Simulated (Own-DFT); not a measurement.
# Reading a pressure off an energy slope: corundum Al2O3, 78 atoms (Al32O46), with two O vacancies

These are calculations. Each geometry was run twice at fixed positions with Own-DFT, a retired in-house plane-wave program that no person has reviewed: with PBE, and with HSE06 (exact exchange share 0.25 at short range, screening 0.11 per bohr, Gygi-Baldereschi treatment of its divergence). Both used PseudoDojo norm-conserving files made for PBE, a cutoff of 48 hartree, the Gamma point alone, fixed occupations, a neutral cell and no spin. The unstrained cell is 7.9 Å across at its thinnest, so Gamma alone is coarse and defects feel their images. The oxygen file's force components were 24 meV/Å off all-electron values in a glass.

Unstrained cell vectors in Å: (5.494, 0.000, 8.660); (-2.747, 4.758, 8.660); (-2.747, -4.758, 8.660), volume V0 = 679.1 Å³, from measured lattice constants. Each geometry has its own random strain of a few per cent, its own defect sites and random moves of rms u per axis. HSE06 gave the energy alone. D is its energy less that of PBE, over the lowest D shown. The PBE stress wasn't checked against mesh or cutoff.

```
run  V - V0 (Å³)   u (Å)  P with PBE (GPa)  D (eV)
  1         -2.6  0.0494             10.36   1.030
  2         24.5  0.0300             -0.77   2.088
  3         34.2  0.0286             -3.57   2.490
  4         21.2  0.0307             -0.01   1.943
  5        -12.5  0.0295             12.60   0.580
  6         -9.0  0.0300             10.22   0.781
  7          0.6  0.0503              8.69   1.229
  8        -28.3  0.0298             19.12   0.000
  9         -8.5  0.0547             13.09   0.967
 10          3.9  0.0524              8.65   1.445
 11         -5.0  0.0489             11.28   1.001
 12         18.8  0.0292              1.13   1.783
 13         -6.5  0.0306              9.77       ?
```

## Worked fit

D = 1.03 + 0.0396 (V - V0) + 75 u² eV, with an error of 0.0008 on the volume slope, 16 on the last term and a scatter of 0.05 eV. Pressure is -dE/dV, and 1 eV/Å³ is 160.2 GPa, so HSE06 changes the pressure by -6.3 ± 0.1 GPa. With the ions held to the strained lattice, the PBE pressure falls by 245 ± 7 GPa per unit of volume strain; the shape of the strain isn't fitted, so the true error is larger, and a relaxed crystal would be softer. On that slope HSE06's volume at a given pressure is about 2.6 % smaller, or 0.9 % in lengths. At u = 0 and V0 the PBE pressure is 7.3 GPa, which puts the zero-pressure volume, against the measured cell and with the defects in, at +3.0 % for PBE and +0.4 % for HSE06, each good to a few tenths of a per cent.

## Test on the hidden row

The question: what D should run 13 give?

The fitted form gives 0.85 eV, with rows scattering by 0.05. DFT gave 0.844 eV.
